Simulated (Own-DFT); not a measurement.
# A pressure from energies alone: corundum Al2O3, 78 atoms (Al32O46), with two O vacancies

Calculated, not measured. Each geometry was run twice at fixed positions with Own-DFT, a retired in-house plane-wave program that no person has reviewed: with PBE, and with HSE06 (exact exchange share 0.25 at short range, screening 0.11 per bohr, Gygi-Baldereschi treatment of its divergence). Both used PseudoDojo norm-conserving files made for PBE, a cutoff of 48 hartree, the Gamma point alone, fixed occupations, a neutral cell and no spin. The unstrained cell is 7.9 Å across at its thinnest, so Gamma alone is coarse and defects feel their images. The oxygen file's force components were 24 meV/Å off all-electron values in a glass.

Unstrained cell vectors in Å: (5.494, 0.000, 8.660); (-2.747, 4.758, 8.660); (-2.747, -4.758, 8.660), volume V0 = 679.1 Å³, from measured lattice constants. Each geometry has its own random strain of a few per cent, its own defect sites and random moves of rms u per axis. HSE06 gave the energy alone. D is its energy less that of PBE, over the lowest D shown. The PBE stress wasn't checked against mesh or cutoff.

| run | V - V0 (Å³) | u (Å) | P with PBE (GPa) | D (eV) |
|---|---|---|---|---|
| 1 | -10.3 | 0.0523 | 13.79 | 0.566 |
| 2 | -4.3 | 0.0297 | 9.15 | 0.692 |
| 3 | 12.8 | 0.0309 | 2.23 | 1.386 |
| 4 | 27.2 | 0.0470 | -0.49 | 1.990 |
| 5 | 1.4 | 0.0312 | 7.06 | 0.943 |
| 6 | 17.5 | 0.0489 | 3.16 | 1.658 |
| 7 | 0.6 | 0.0269 | 6.92 | 0.849 |
| 8 | -18.9 | 0.0492 | 17.03 | 0.197 |
| 9 | -21.8 | 0.0295 | 16.00 | 0.000 |
| 10 | 9.9 | 0.0516 | 5.83 | 1.430 |
| 11 | 8.3 | 0.0302 | 5.01 | 1.111 |
| 12 | 2.8 | 0.0511 | 8.61 | 1.108 |
| 13 | -11.9 | 0.0316 | 12.32 | ? |

## Worked fit

D = 0.78 + 0.0394 (V - V0) + 79 u² eV, with an error of 0.0008 on the volume slope, 13 on the last term and a scatter of 0.04 eV. Pressure is -dE/dV, and 1 eV/Å³ is 160.2 GPa, so HSE06 changes the pressure by -6.3 ± 0.1 GPa. With the ions held to the strained lattice, the PBE pressure falls by 257 ± 5 GPa per unit of volume strain; the shape of the strain isn't fitted, so the true error is larger, and a relaxed crystal would be softer. On that slope HSE06's volume at a given pressure is about 2.5 % smaller, or 0.8 % in lengths. At u = 0 and V0 the PBE pressure is 6.4 GPa, which puts the zero-pressure volume, against the measured cell and with the defects in, at +2.5 % for PBE and +0.0 % for HSE06, each good to a few tenths of a per cent.

## The run left out

Question: what D should run 13 give?

From the fit: 0.39 eV, with rows scattering by 0.04. DFT gave 0.379 eV.
